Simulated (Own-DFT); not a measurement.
# Device materials side by side: how hard are they to compress?

Everything here is calculated. The program is Own-DFT (plane waves, in-house, since retired, never reviewed by a person); positions were held fixed, and spin and spin-orbit coupling were off.

Caveats (not all hold for every row): forces on such cells moved up to 12 meV/angstrom on a denser k mesh; forces not confirmed at this smearing and k mesh; k mesh not checked against a denser one; forces on such cells passed a denser k mesh, each cell not checked; stress not checked against mesh or cutoff.

All runs are PBE with PseudoDojo norm-conserving files; cutoff and k mesh are each material's own. Every cell starts from measured lattice constants and was given uniform random strains and small random moves of its atoms. Each triple is the change of volume in per cent, the rms move u in Å and the pressure in GPa.

- 3C SiC (C48Si48), 10.36 Å³/atom unstrained: (-3.72, 0.051, 14.76); (-3.18, 0.046, 13.14); (-0.07, 0.051, 6.64); (0.02, 0.051, 5.82); (0.90, 0.047, 3.31); (1.56, 0.049, 2.10); (2.64, 0.053, -0.15)
- wurtzite GaN (Ga48N48), 11.42 Å³/atom unstrained: (-3.35, 0.052, 14.91); (-2.53, 0.050, 12.47); (-1.49, 0.052, 10.63); (-1.33, 0.047, 9.44); (-1.21, 0.049, 9.72); (-0.97, 0.050, 9.07); (3.33, 0.050, 1.13)
- diamond silicon (Si64), 20.02 Å³/atom unstrained: (-1.25, 0.047, 3.99); (0.27, 0.050, 2.22); (0.54, 0.053, 2.12); (0.66, 0.048, 1.80); (1.15, 0.052, 1.47); (1.98, 0.047, 0.87); (3.43, 0.052, -0.21)
- zincblende GaAs (As32Ga32), 22.58 Å³/atom unstrained: (-3.48, 0.052, 7.08); (-3.21, 0.048, 6.89); (-2.94, 0.054, 6.57); (-2.83, 0.050, 6.42); (-1.29, 0.049, 5.49); (-0.58, 0.052, 4.60); (2.08, 0.052, 2.58)
- zincblende InP (In48P48), 25.27 Å³/atom unstrained: withheld
- grey tin (Sn64), 34.15 Å³/atom unstrained: (-3.11, 0.051, 5.50); (-2.92, 0.045, 5.35); (-0.94, 0.052, 4.24); (-0.72, 0.052, 4.06); (-0.46, 0.049, 3.98); (0.43, 0.048, 3.40); (1.83, 0.050, 2.91)

## Analysis

Fit a line to each set against the fractional change of volume; B is minus its slope, and u is nearly the same within a set. To take it to zero pressure, assume that B rises by 4 GPa for each GPa: B0 = B - 4 x (mean pressure). The bond length of an ideal tetrahedral crystal with the unstrained volume v is d = (√3/4)(8 v)^(1/3). Cohen's empirical rule reads B0 = (1971 - 220 L) d^(-3.5) GPa, with L = 0 for group IV crystals and SiC and 1 for III-V compounds.

```
                  material  L  d (Å)   B (GPa)  mean P (GPa)  B0 (GPa)  rule (GPa)
          3C SiC (C48Si48)  0  1.888   235 ± 6           6.5   209 ± 6         213
    wurtzite GaN (Ga48N48)  1  1.950  200 ± 10           9.6  162 ± 10         169
    diamond silicon (Si64)  0  2.352    88 ± 6           1.7    81 ± 6          99
zincblende GaAs (As32Ga32)  1  2.448    80 ± 2           5.7    58 ± 2          76
  zincblende InP (In48P48)  1  2.541         ?             ?         ?          67
           grey tin (Sn64)  0  2.810    54 ± 2           4.2    37 ± 2          53
```

A line through ln[B0/(1971 - 220 L)] against ln d has a slope of -4.4 ± 0.1 and a scatter of 2 %. Against the rule, B0 stands at 98 % for 3C SiC, 96 % for wurtzite GaN, 82 % for diamond silicon, 76 % for zincblende GaAs, 70 % for grey tin. PBE tends to make silicon and heavier crystals too soft, and the rule itself is only a guide.

## Prediction

Question: what B0 does the fitted trend give for zincblende InP (In48P48)?

Estimate: 51 GPa. Its own runs give B = 73 ± 2 GPa at a mean pressure of 3.8 GPa, so B0 = 58 GPa. It lies off the trend of the others.
